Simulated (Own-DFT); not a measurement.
Simulation results for SiC (4H silicon carbide, atoms displaced)

Computed with Own-DFT development build. A calculation, not a measurement: plane-wave PBE density functional theory by an unreviewed code, no spin, of a simulated periodic cell, stress positive in tension, free energy of the whole cell less one offset for each atom, forces on such cells passed a denser k mesh, this cell's mesh not checked; offsets are fitted by least squares, one for each functional and potential file, so energies compare only between cells with the same atoms and settings and are not formation energies; the far tail of each file's local potential was reset to the Coulomb form; each entry is a single point on an unrelaxed cell, so the pressure reflects the starting lattice, mostly measured values (interpolated for alloys), from which strain is counted, and rises with the displacements; printed positions are rounded, which can move forces by about a meV/angstrom; the program, named Own-DFT, is a retired in-house code; no spin-orbit coupling.

Settings shared by all entries: functional PBE; potential files PseudoDojo norm-conserving, scalar-relativistic, standard set; wave cutoff 42 hartree; occupations Fermi-Dirac; smearing width 0.1 eV; hardware one NVIDIA H100; k mesh 5 x 5 x 3 centred on Gamma.

(1) 
```cif
# cell vector a (Å): 6.1654 0.0000 0.0000
# cell vector b (Å): -3.0827 5.3394 0.0000
# cell vector c (Å): 0.0000 0.0000 10.0681
data_SiC
_symmetry_space_group_name_H-M 'P 1'
_symmetry_Int_Tables_number 1
_cell_length_a 6.1654
_cell_length_b 6.1654
_cell_length_c 10.0681
_cell_angle_alpha 90.000
_cell_angle_beta 90.000
_cell_angle_gamma 120.000
_cell_volume 331.44
loop_
_atom_site_label
_atom_site_type_symbol
_atom_site_fract_x
_atom_site_fract_y
_atom_site_fract_z
_atom_site_occupancy
Si1 Si 0.98487 0.00084 0.40680 1
Si2 Si 0.13819 0.31035 0.15528 1
C1 C 0.00268 0.00558 0.10912 1
C2 C 0.16042 0.31552 0.35398 1
Si3 Si 0.01302 0.51598 0.40739 1
Si4 Si 0.15865 0.83431 0.16503 1
C3 C 0.98551 0.49547 0.08994 1
C4 C 0.16201 0.82998 0.34670 1
Si5 Si 0.50787 0.02334 0.40663 1
Si6 Si 0.66904 0.31826 0.15064 1
C5 C 0.50129 0.98659 0.10674 1
C6 C 0.67502 0.34841 0.34635 1
Si7 Si 0.50972 0.50476 0.40274 1
Si8 Si 0.65806 0.81575 0.14539 1
C7 C 0.50778 0.51577 0.09045 1
C8 C 0.65942 0.84292 0.34761 1
Si9 Si 0.01848 0.99760 0.90538 1
Si10 Si 0.82057 0.65243 0.65563 1
C9 C 0.98490 0.99371 0.60054 1
C10 C 0.84316 0.67487 0.85225 1
Si11 Si 0.00590 0.50496 0.90284 1
Si12 Si 0.83106 0.17395 0.65574 1
C11 C 0.01073 0.50328 0.59588 1
C12 C 0.85401 0.17281 0.84985 1
Si13 Si 0.50462 0.01972 0.90398 1
Si14 Si 0.33218 0.68051 0.65680 1
C13 C 0.48414 0.97678 0.59440 1
C14 C 0.33583 0.67893 0.84967 1
Si15 Si 0.49300 0.50004 0.90744 1
Si16 Si 0.33429 0.17191 0.64901 1
C15 C 0.51924 0.52202 0.59286 1
C16 C 0.31500 0.15399 0.83877 1
_calc_free_energy_of_cell_above_offsets '-1.376'  # eV
_calc_pressure 6.22  # GPa
_calc_stress_xx -4.82  # GPa
_calc_stress_yy -11.14  # GPa
_calc_stress_zz -2.68  # GPa
_calc_stress_yz 0.41  # GPa
_calc_stress_xz 0.03  # GPa
_calc_stress_xy -0.62  # GPa
_calc_wall_time 121  # s
```

Force:
```tsv
element	x (eV/Å)	y (eV/Å)	z (eV/Å)
Si	0.961	-1.791	1.437
Si	1.12	5.13	1.86
C	0.295	-3.325	-3.727
C	-0.23	3.232	-1.825
Si	0.347	-2.141	0.409
Si	1.231	-1.003	-0.832
C	1.684	0.625	0.704
C	-0.065	1.952	0.572
Si	-0.187	-2.226	-0.128
Si	-1.958	1.422	1.38
C	-2.281	0.914	-2.669
C	0.903	-0.269	-0.812
Si	-1.832	0.775	0.547
Si	0.474	3.203	3.737
C	-0.286	-5.799	-0.108
C	0.231	-1.026	-1.462
Si	-3.609	-0.436	1.85
Si	2.44	2.815	1.67
C	1.023	0.527	-1.295
C	-1.139	-2.056	-1.649
Si	-0.176	-0.137	0.995
Si	0.771	-1.298	0.823
C	-1.694	-0.301	-0.383
C	-1.818	-0.304	-0.879
Si	1.524	-1.356	1.109
Si	1.465	-3.335	1.784
C	-0.158	5.823	-1.063
C	0.667	0.13	-1.159
Si	0.578	0.508	-0.641
Si	-0.889	-0.557	0.283
C	-2.602	-2.995	-0.349
C	3.208	3.299	-0.179
```

(2) 
```cif
# cell vector a (Å): 6.1654 0.0000 0.0000
# cell vector b (Å): -3.0827 5.3394 0.0000
# cell vector c (Å): 0.0000 0.0000 10.0681
data_SiC
_symmetry_space_group_name_H-M 'P 1'
_symmetry_Int_Tables_number 1
_cell_length_a 6.1654
_cell_length_b 6.1654
_cell_length_c 10.0681
_cell_angle_alpha 90.000
_cell_angle_beta 90.000
_cell_angle_gamma 120.000
_cell_volume 331.44
loop_
_atom_site_label
_atom_site_type_symbol
_atom_site_fract_x
_atom_site_fract_y
_atom_site_fract_z
_atom_site_occupancy
Si1 Si 0.99456 0.00524 0.40157 1
Si2 Si 0.17064 0.35040 0.16377 1
C1 C 0.00258 0.99270 0.10017 1
C2 C 0.16715 0.32882 0.34595 1
Si3 Si 0.99530 0.49502 0.39728 1
Si4 Si 0.16148 0.82502 0.15730 1
C3 C 0.00766 0.50236 0.08861 1
C4 C 0.16462 0.82556 0.34446 1
Si5 Si 0.52778 0.02510 0.41630 1
Si6 Si 0.66782 0.32678 0.15345 1
C5 C 0.49483 0.99404 0.08678 1
C6 C 0.65728 0.32751 0.34566 1
Si7 Si 0.49279 0.48515 0.40703 1
Si8 Si 0.64622 0.82682 0.15663 1
C7 C 0.50792 0.50258 0.09508 1
C8 C 0.64272 0.82168 0.33535 1
Si9 Si 0.02687 0.00862 0.90576 1
Si10 Si 0.83755 0.67438 0.66366 1
C9 C 0.01970 0.01446 0.60012 1
C10 C 0.83134 0.66577 0.83583 1
Si11 Si 0.98947 0.49024 0.90095 1
Si12 Si 0.82431 0.15129 0.65861 1
C11 C 0.98822 0.50022 0.59850 1
C12 C 0.84658 0.15931 0.84148 1
Si13 Si 0.49741 0.00446 0.91075 1
Si14 Si 0.34675 0.67345 0.65632 1
C13 C 0.49190 0.00142 0.58954 1
C14 C 0.30873 0.65328 0.84568 1
Si15 Si 0.47731 0.48964 0.91006 1
Si16 Si 0.34775 0.17167 0.65594 1
C15 C 0.49304 0.48931 0.59466 1
C16 C 0.34900 0.17300 0.84887 1
_calc_free_energy_of_cell_above_offsets '-2.122'  # eV
_calc_pressure 5.32  # GPa
_calc_stress_xx -3.16  # GPa
_calc_stress_yy -4.58  # GPa
_calc_stress_zz -8.21  # GPa
_calc_stress_yz 1.39  # GPa
_calc_stress_xz 0.12  # GPa
_calc_stress_xy 1.82  # GPa
_calc_wall_time 125.2  # s
```

Force:
```tsv
element	x (eV/Å)	y (eV/Å)	z (eV/Å)
Si	1.004	-2.427	0.699
Si	1.43	-2.543	-1.91
C	-1.335	1.312	-0.927
C	-0.935	0.544	-0.188
Si	0.036	1.079	3.061
Si	-0.073	1.038	0.293
C	-1.092	-0.781	0.68
C	-0.02	1.343	0.126
Si	-1.877	-4.145	-3.109
Si	-0.319	0.241	0.124
C	-0.317	0.499	2.139
C	1.082	1.143	-1.562
Si	-0.597	1.893	0.422
Si	2.501	0.893	-1.432
C	-0.961	-0.777	0.131
C	1.285	0.902	3.118
Si	-2.397	-2.053	1.106
Si	0.222	-0.419	-3.422
C	-1.704	-1.532	-1.573
C	-0.623	-0.005	4.194
Si	-0.9	-0.072	-0.084
Si	0.784	2.477	-0.467
C	1.532	-0.548	-1.337
C	-1.723	-0.497	1.229
Si	2.247	-1.464	-1.841
Si	-2.456	-1.945	-0.152
C	2.141	-0.556	2.382
C	2.235	2.057	-0.47
Si	1.661	2.455	-0.451
Si	-1.392	-0.069	1.19
C	0.743	2.22	-0.356
C	-0.182	-0.263	-1.612
```

(3) 
```cif
# cell vector a (Å): 6.1654 0.0000 0.0000
# cell vector b (Å): -3.0827 5.3394 0.0000
# cell vector c (Å): 0.0000 0.0000 10.0681
data_SiC
_symmetry_space_group_name_H-M 'P 1'
_symmetry_Int_Tables_number 1
_cell_length_a 6.1654
_cell_length_b 6.1654
_cell_length_c 10.0681
_cell_angle_alpha 90.000
_cell_angle_beta 90.000
_cell_angle_gamma 120.000
_cell_volume 331.44
loop_
_atom_site_label
_atom_site_type_symbol
_atom_site_fract_x
_atom_site_fract_y
_atom_site_fract_z
_atom_site_occupancy
Si1 Si 0.99691 0.97659 0.40970 1
Si2 Si 0.15060 0.31378 0.15707 1
C1 C 0.00189 0.00657 0.09255 1
C2 C 0.15864 0.30470 0.34809 1
Si3 Si 0.00497 0.50616 0.38751 1
Si4 Si 0.15679 0.82219 0.15394 1
C3 C 0.01038 0.51798 0.08578 1
C4 C 0.16927 0.82976 0.34789 1
Si5 Si 0.51817 0.03088 0.41383 1
Si6 Si 0.66360 0.33361 0.16352 1
C5 C 0.48337 0.00343 0.09526 1
C6 C 0.65150 0.33966 0.35318 1
Si7 Si 0.51513 0.51393 0.40663 1
Si8 Si 0.67988 0.84524 0.15383 1
C7 C 0.52818 0.53017 0.09642 1
C8 C 0.66221 0.83612 0.33627 1
Si9 Si 0.98964 0.99698 0.90458 1
Si10 Si 0.82513 0.66097 0.65985 1
C9 C 0.99089 0.99421 0.58280 1
C10 C 0.83035 0.68350 0.83786 1
Si11 Si 0.99164 0.49526 0.91472 1
Si12 Si 0.81783 0.14217 0.64517 1
C11 C 0.99363 0.51729 0.60312 1
C12 C 0.82931 0.17498 0.84595 1
Si13 Si 0.49515 0.99296 0.90341 1
Si14 Si 0.33475 0.67073 0.65048 1
C13 C 0.48882 0.99461 0.59947 1
C14 C 0.33008 0.66798 0.85209 1
Si15 Si 0.50859 0.50809 0.90771 1
Si16 Si 0.31381 0.16017 0.65931 1
C15 C 0.51324 0.51998 0.58799 1
C16 C 0.35615 0.16873 0.83819 1
_calc_free_energy_of_cell_above_offsets '-0.661'  # eV
_calc_pressure 6.66  # GPa
_calc_stress_xx -3.36  # GPa
_calc_stress_yy -8.49  # GPa
_calc_stress_zz -8.13  # GPa
_calc_stress_yz -1.67  # GPa
_calc_stress_xz 0.95  # GPa
_calc_stress_xy 0.98  # GPa
_calc_wall_time 124.2  # s
```

Force:
```tsv
element	x (eV/Å)	y (eV/Å)	z (eV/Å)
Si	-1.451	0.936	-2.488
Si	1.588	3.693	0.442
C	0.566	-1.379	-1.009
C	-0.59	2.313	-0.958
Si	0.565	-2.026	4.033
Si	0.284	2.815	1.229
C	-0.387	-3.553	4.043
C	0.831	1.027	-1.757
Si	-0.204	-4.186	-0.591
Si	-0.757	0.434	-1.5
C	1.969	0.457	-0.239
C	3.266	0.733	-2.419
Si	-3.475	0.142	-0.188
Si	-2.307	0.554	0.239
C	-0.966	-3.593	-0.493
C	0.437	0.916	1.864
Si	0.883	1.927	-0.258
Si	-0.141	1.158	-0.858
C	0.437	-0.286	3.324
C	0.98	-1.42	1.902
Si	0.038	1.139	-4.439
Si	-0.257	3.847	2.324
C	2.57	-2.928	-2.594
C	1.016	-1.355	-0.669
Si	0.561	0.704	1.175
Si	-1.086	-1.505	1.77
C	-0.423	1.186	-1.517
C	0.226	-1.221	-1.481
Si	-0.627	-0.443	-0.012
Si	1.232	1.37	-1.372
C	-1.389	-2.083	1.099
C	-3.387	0.626	1.399
```

(4) 
```cif
# cell vector a (Å): 6.1654 0.0000 0.0000
# cell vector b (Å): -3.0827 5.3394 0.0000
# cell vector c (Å): 0.0000 0.0000 10.0681
data_SiC
_symmetry_space_group_name_H-M 'P 1'
_symmetry_Int_Tables_number 1
_cell_length_a 6.1654
_cell_length_b 6.1654
_cell_length_c 10.0681
_cell_angle_alpha 90.000
_cell_angle_beta 90.000
_cell_angle_gamma 120.000
_cell_volume 331.44
loop_
_atom_site_label
_atom_site_type_symbol
_atom_site_fract_x
_atom_site_fract_y
_atom_site_fract_z
_atom_site_occupancy
Si1 Si 0.99927 0.99082 0.40818 1
Si2 Si 0.16312 0.34972 0.15915 1
C1 C 0.98970 0.02806 0.09575 1
C2 C 0.17482 0.32968 0.34218 1
Si3 Si 0.01088 0.52107 0.40536 1
Si4 Si 0.18291 0.84539 0.15969 1
C3 C 0.00649 0.49470 0.09484 1
C4 C 0.16133 0.83367 0.35370 1
Si5 Si 0.49285 0.00240 0.41084 1
Si6 Si 0.66565 0.33421 0.16241 1
C5 C 0.50563 0.01554 0.08570 1
C6 C 0.67514 0.32507 0.34754 1
Si7 Si 0.51879 0.51210 0.41008 1
Si8 Si 0.67687 0.83157 0.16788 1
C7 C 0.50108 0.51820 0.10181 1
C8 C 0.65638 0.82534 0.34506 1
Si9 Si 0.00355 0.01202 0.90393 1
Si10 Si 0.83414 0.67944 0.66055 1
C9 C 0.99609 0.01073 0.59297 1
C10 C 0.84390 0.66734 0.84501 1
Si11 Si 0.01880 0.50661 0.90783 1
Si12 Si 0.82576 0.16536 0.65792 1
C11 C 0.00157 0.50828 0.59693 1
C12 C 0.83814 0.16305 0.84930 1
Si13 Si 0.48112 0.00204 0.90731 1
Si14 Si 0.32634 0.64474 0.65665 1
C13 C 0.48709 0.00189 0.59463 1
C14 C 0.33321 0.66101 0.84239 1
Si15 Si 0.48761 0.50322 0.90554 1
Si16 Si 0.33032 0.16863 0.65837 1
C15 C 0.49561 0.49034 0.60103 1
C16 C 0.34496 0.18899 0.84400 1
_calc_free_energy_of_cell_above_offsets '-2.454'  # eV
_calc_pressure 5.39  # GPa
_calc_stress_xx -4.09  # GPa
_calc_stress_yy -6.06  # GPa
_calc_stress_zz -6.04  # GPa
_calc_stress_yz 0.88  # GPa
_calc_stress_xz -0.68  # GPa
_calc_stress_xy 1.55  # GPa
_calc_wall_time 114.8  # s
```

Force:
```tsv
element	x (eV/Å)	y (eV/Å)	z (eV/Å)
Si	-1.922	2.429	-0.096
Si	2.778	-1.169	0.901
C	2.937	-2.056	-0.166
C	-0.576	0.86	1.608
Si	1.346	-4.271	1.444
Si	-1.841	-0.103	-0.896
C	-2.896	2.88	-0.084
C	1.146	1.346	-2.397
Si	1.13	-0.313	0.207
Si	-0.113	0.789	-1.544
C	-0.016	-1.114	2.928
C	-0.815	1.441	0.048
Si	-1.317	-2.872	-0.09
Si	-1.563	1.525	-2.905
C	0.858	-1.732	-1.385
C	0.498	1.659	1.801
Si	0.619	-1.549	1.448
Si	0.904	-0.826	-0.016
C	0.413	-0.829	0.392
C	-0.861	0.645	0.889
Si	-2.386	-1.421	0.045
Si	-0.59	0.893	0.204
C	-0.586	-0.668	-0.663
C	-2.34	0.923	-1.419
Si	2.681	0.323	-1.066
Si	-1.266	2.361	-0.122
C	1.439	-1.113	0.712
C	-0.602	1.886	-0.126
Si	3.217	1.549	2.024
Si	-0.241	-0.727	-0.019
C	0.824	1.514	-1.552
C	-0.859	-2.263	-0.106
```

(5) 
```cif
# cell vector a (Å): 6.1654 0.0000 0.0000
# cell vector b (Å): -3.0827 5.3394 0.0000
# cell vector c (Å): 0.0000 0.0000 10.0681
data_SiC
_symmetry_space_group_name_H-M 'P 1'
_symmetry_Int_Tables_number 1
_cell_length_a 6.1654
_cell_length_b 6.1654
_cell_length_c 10.0681
_cell_angle_alpha 90.000
_cell_angle_beta 90.000
_cell_angle_gamma 120.000
_cell_volume 331.44
loop_
_atom_site_label
_atom_site_type_symbol
_atom_site_fract_x
_atom_site_fract_y
_atom_site_fract_z
_atom_site_occupancy
Si1 Si 0.98470 0.98799 0.40940 1
Si2 Si 0.17149 0.33461 0.16113 1
C1 C 0.99418 0.98223 0.09690 1
C2 C 0.16517 0.32168 0.34528 1
Si3 Si 0.97838 0.50343 0.40163 1
Si4 Si 0.16494 0.84491 0.15867 1
C3 C 0.00494 0.50120 0.09907 1
C4 C 0.17067 0.83530 0.34584 1
Si5 Si 0.49127 0.00852 0.39932 1
Si6 Si 0.66563 0.33152 0.15679 1
C5 C 0.50483 0.01530 0.08628 1
C6 C 0.64840 0.31685 0.34294 1
Si7 Si 0.48910 0.48831 0.40980 1
Si8 Si 0.66085 0.85292 0.14535 1
C7 C 0.50570 0.50195 0.08662 1
C8 C 0.67707 0.84215 0.34790 1
Si9 Si 0.99732 0.00054 0.91949 1
Si10 Si 0.84280 0.67993 0.66370 1
C9 C 0.97542 0.97681 0.58752 1
C10 C 0.83724 0.67607 0.84008 1
Si11 Si 0.99765 0.49683 0.90720 1
Si12 Si 0.83151 0.16968 0.66716 1
C11 C 0.00029 0.50543 0.60090 1
C12 C 0.84447 0.15633 0.84774 1
Si13 Si 0.50581 0.00107 0.91528 1
Si14 Si 0.33151 0.66311 0.66320 1
C13 C 0.49667 0.98644 0.59375 1
C14 C 0.32259 0.68105 0.84102 1
Si15 Si 0.47818 0.47532 0.90434 1
Si16 Si 0.34204 0.16850 0.65760 1
C15 C 0.47976 0.48013 0.59504 1
C16 C 0.31865 0.17442 0.84343 1
_calc_free_energy_of_cell_above_offsets '-1.533'  # eV
_calc_pressure 6.25  # GPa
_calc_stress_xx -3.12  # GPa
_calc_stress_yy -6.01  # GPa
_calc_stress_zz -9.63  # GPa
_calc_stress_yz 0.61  # GPa
_calc_stress_xz -1.41  # GPa
_calc_stress_xy -0.49  # GPa
_calc_wall_time 130  # s
```

Force:
```tsv
element	x (eV/Å)	y (eV/Å)	z (eV/Å)
Si	1.507	1.665	-0.354
Si	0.226	-0.173	-0.519
C	-1.561	2.726	0.188
C	-1.552	0.698	0.228
Si	2.928	-1.038	1.771
Si	1.641	-2.062	0.384
C	-0.212	0.114	-0.433
C	-1.665	-0.544	-0.922
Si	2.587	-2.952	3.095
Si	-0.162	1.846	-0.397
C	-1.166	-0.652	2.955
C	-0.01	2.911	-0.83
Si	-0.536	1.432	-0.165
Si	2.168	-2.876	2.727
C	-0.972	0.114	1.431
C	-3.032	-1.928	-2.227
Si	1.248	-1.297	-2.636
Si	-0.729	-2.453	-1.702
C	0.829	3.25	1.894
C	-0.632	-1.383	3.015
Si	-0.605	0.692	-0.029
Si	0.435	-0.942	-2.974
C	-0.499	-0.795	-1.089
C	-2.521	1.197	1.237
Si	-1.076	0.42	-4.696
Si	-0.219	-0.048	-2.214
C	-0.375	1.662	0.225
C	1.701	-1.159	2.376
Si	0.519	4.864	-0.236
Si	-1.279	-2.514	-0.457
C	1.143	2.199	0.264
C	1.871	-2.973	0.092
```

(6) 
```cif
# cell vector a (Å): 6.1654 0.0000 0.0000
# cell vector b (Å): -3.0827 5.3394 0.0000
# cell vector c (Å): 0.0000 0.0000 10.0681
data_SiC
_symmetry_space_group_name_H-M 'P 1'
_symmetry_Int_Tables_number 1
_cell_length_a 6.1654
_cell_length_b 6.1654
_cell_length_c 10.0681
_cell_angle_alpha 90.000
_cell_angle_beta 90.000
_cell_angle_gamma 120.000
_cell_volume 331.44
loop_
_atom_site_label
_atom_site_type_symbol
_atom_site_fract_x
_atom_site_fract_y
_atom_site_fract_z
_atom_site_occupancy
Si1 Si 0.00238 0.99648 0.40503 1
Si2 Si 0.15396 0.33543 0.15598 1
C1 C 0.98822 0.99798 0.09102 1
C2 C 0.16636 0.33133 0.35870 1
Si3 Si 0.98615 0.49464 0.41430 1
Si4 Si 0.18535 0.84064 0.15204 1
C3 C 0.99299 0.50099 0.08314 1
C4 C 0.16677 0.82093 0.33751 1
Si5 Si 0.51351 0.00581 0.40771 1
Si6 Si 0.64448 0.31245 0.15724 1
C5 C 0.49568 0.99513 0.11217 1
C6 C 0.66444 0.33335 0.35097 1
Si7 Si 0.50474 0.50277 0.41547 1
Si8 Si 0.68733 0.84843 0.15867 1
C7 C 0.48370 0.49852 0.08904 1
C8 C 0.65499 0.82652 0.34034 1
Si9 Si 0.01702 0.99786 0.90630 1
Si10 Si 0.85047 0.66601 0.66240 1
C9 C 0.96922 0.00309 0.59167 1
C10 C 0.84470 0.65511 0.85135 1
Si11 Si 0.99394 0.50899 0.92506 1
Si12 Si 0.85292 0.17425 0.65536 1
C11 C 0.98407 0.49086 0.58429 1
C12 C 0.84822 0.19851 0.84760 1
Si13 Si 0.49072 0.98357 0.91034 1
Si14 Si 0.33398 0.66706 0.64661 1
C13 C 0.51550 0.00773 0.59462 1
C14 C 0.33295 0.67335 0.84457 1
Si15 Si 0.48481 0.49316 0.89105 1
Si16 Si 0.33880 0.15348 0.64965 1
C15 C 0.49955 0.50577 0.59343 1
C16 C 0.33097 0.17403 0.83516 1
_calc_free_energy_of_cell_above_offsets '0.417'  # eV
_calc_pressure 7.62  # GPa
_calc_stress_xx -5.23  # GPa
_calc_stress_yy -6.6  # GPa
_calc_stress_zz -11.04  # GPa
_calc_stress_yz -0.58  # GPa
_calc_stress_xz 2.09  # GPa
_calc_stress_xy 1.52  # GPa
_calc_wall_time 119.2  # s
```

Force:
```tsv
element	x (eV/Å)	y (eV/Å)	z (eV/Å)
Si	-0.588	-0.642	-0.335
Si	1.03	0.283	0.685
C	3.23	1.338	0.015
C	-0.573	0.231	-2.11
Si	1.612	0.531	-4.191
Si	-4.346	-2.5	1.742
C	-0.142	-0.189	9.422
C	-0.468	0.892	1.937
Si	-1.313	-1.137	-0.461
Si	-0.391	4.343	0.494
C	2.42	0.133	-4.149
C	-0.297	-0.044	-1.398
Si	-0.714	-0.132	-2.256
Si	-2.304	-3.665	0.003
C	1.149	-0.085	0.09
C	1.93	0.617	1.059
Si	-3.101	0.598	-0.597
Si	-2.511	0.419	-0.178
C	6.871	-3.131	-0.842
C	-3.204	2.164	-1.812
Si	2.446	-1.324	-8.297
Si	-4.209	1.527	3.082
C	1.576	1.695	3.667
C	0.494	-3.501	-0.274
Si	0.993	3.503	-0.473
Si	-0.735	0.351	1.648
C	-0.373	-1.155	-0.633
C	-0.582	-1.101	-1.145
Si	1.372	1.467	2.716
Si	-2.295	1.56	0.234
C	1.537	-0.985	1.76
C	1.487	-2.062	0.595
```
